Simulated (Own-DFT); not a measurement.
# Response to strain: C40 NbSi2, 36 atoms (Nb12Si24)

These are calculations, not measurements. They come from Own-DFT, an in-house plane-wave density functional program, since retired, whose code no person has reviewed. Each row is one single-point run on a periodic cell that was not relaxed, without spin or spin-orbit coupling.

Settings of every run: PBE; PseudoDojo norm-conserving scalar-relativistic files; cutoff 42 hartree; 4 x 4 x 5 k mesh centred on Gamma; cold (Marzari-Vanderbilt) smearing of 0.2 eV.

Known limits: forces on such cells failed a check on a denser k mesh; stress not checked against mesh or cutoff.

Unstrained cell vectors in Å: (0.000, 8.324, 0.000); (-9.613, 0.000, 0.000); (0.000, 0.000, 6.586). The unstrained cell was taken from the Materials Project. The random moves and any unrelaxed bonds add to the pressure at no strain. Each run strains this cell uniformly, with the atoms carried along. Every atom was also moved at random, by a Gaussian of width 0.05 Å on each axis. Strain is the symmetric tensor, in per cent. Stress is positive in tension, and the pressure is minus a third of its trace.

```
run,e_xx (%),e_yy (%),e_zz (%),e_yz (%),e_xz (%),e_xy (%),s_xx (GPa),s_yy (GPa),s_zz (GPa),s_yz (GPa),s_xz (GPa),s_xy (GPa),P (GPa),E (meV/atom)
1,-0.52,1.08,1.33,1.61,1.86,1.04,-2.77,2.40,1.77,4.37,5.61,2.75,-0.47,11.6
2,-0.46,-1.17,-0.51,-1.17,-0.95,1.07,-5.41,-7.39,-7.49,-4.48,-3.34,3.24,6.77,8.5
3,0.08,0.99,0.64,-1.32,-1.51,0.65,-1.08,1.55,-0.14,-4.18,-4.07,1.82,-0.11,7.3
4,-1.83,1.11,-0.49,1.82,-1.93,0.26,-9.16,-0.53,-7.35,6.22,-6.62,0.79,5.68,29.2
5,-1.24,-1.46,1.88,-0.46,-1.67,0.01,-7.26,-7.29,2.63,-1.08,-4.57,-0.13,3.97,16.7
6,-1.51,1.69,1.83,0.04,-1.72,0.01,-4.81,4.01,4.67,0.29,-4.57,-0.10,-1.29,0.0
7,0.79,-1.25,-0.65,-0.33,-1.78,1.27,-0.91,-7.19,-7.89,-1.53,-5.53,3.60,5.33,19.5
8,1.66,0.08,1.62,-0.19,-0.09,-0.31,4.16,0.39,4.86,-0.92,-0.33,-0.50,-3.14,1.0
9,-1.90,-1.33,-0.89,1.07,-0.79,-1.77,-12.14,-10.48,-11.52,3.92,-2.49,-6.04,11.38,41.3
10,-0.13,0.54,-0.82,-0.64,1.03,-1.13,-3.28,-0.73,-7.16,-2.27,3.36,-3.36,3.73,3.7
11,-1.73,-0.78,1.37,-0.05,-0.03,1.30,-9.39,-5.70,0.79,-0.58,-0.11,4.06,4.77,17.4
12,-1.49,-1.43,-0.83,-1.64,1.08,-1.27,-9.36,-10.08,-11.11,-5.64,3.54,-4.42,10.18,24.6
13,0.16,-0.92,0.25,-0.81,-0.83,0.66,-2.80,-5.50,-3.61,-2.36,-2.17,1.80,3.97,16.3
14,0.59,-1.94,0.23,0.41,1.11,-1.09,-1.22,-9.53,-3.61,1.29,4.12,-3.26,4.78,11.0
15,-1.73,-0.17,-0.01,1.57,-0.75,-0.66,-9.75,-4.14,-5.78,4.90,-2.19,-2.51,6.56,19.3
16,1.07,0.99,1.17,-1.44,1.97,-1.71,?,?,?,?,?,?,?,?
```

E is the free energy for each atom above the lowest run shown.

## Worked fit

Each stress component was fitted by least squares to a constant and the strains of the runs shown, as fractions, with shears doubled. Shear strains stay in the fit of a normal stress only where such slopes are resolved. The slopes, in GPa:

| stress | at no strain | per e_xx | per e_yy | per e_zz | scatter |
|---|---|---|---|---|---|
| s_xx | -2.6 | 379 ± 13 | 83 ± 13 | 67 ± 14 | 0.52 |
| s_yy | -2.5 | 85 ± 9 | 380 ± 9 | 85 ± 10 | 0.36 |
| s_zz | -4.2 | 89 ± 11 | 75 ± 11 | 479 ± 13 | 0.46 |

Each shear stress against twice its own strain: yz 162 ± 4, xz 153 ± 4, xy 152 ± 5 GPa. These are stiffnesses along x, y and z of the frame in which the cell vectors are given, which need not be the crystal's axes. The atoms are held to the strained lattice; where symmetry lets them move under strain, relaxing them would lower some slopes. The table should be nearly symmetric about its diagonal, and what it lacks of that shows the noise. A ninth of its sum, 191 ± 4 GPa, estimates the bulk modulus near the mean pressure of these runs, 4.1 GPa, so it lies above the value at zero pressure.

## Withheld run

Question: what normal stresses and pressure should run 16 give?

The fit gives s_xx = 3.0, s_yy = 3.2, s_zz = 3.1 and P = -3.1 GPa. The calculation gave 2.33, 2.94, 2.74 and P = -2.67 GPa.
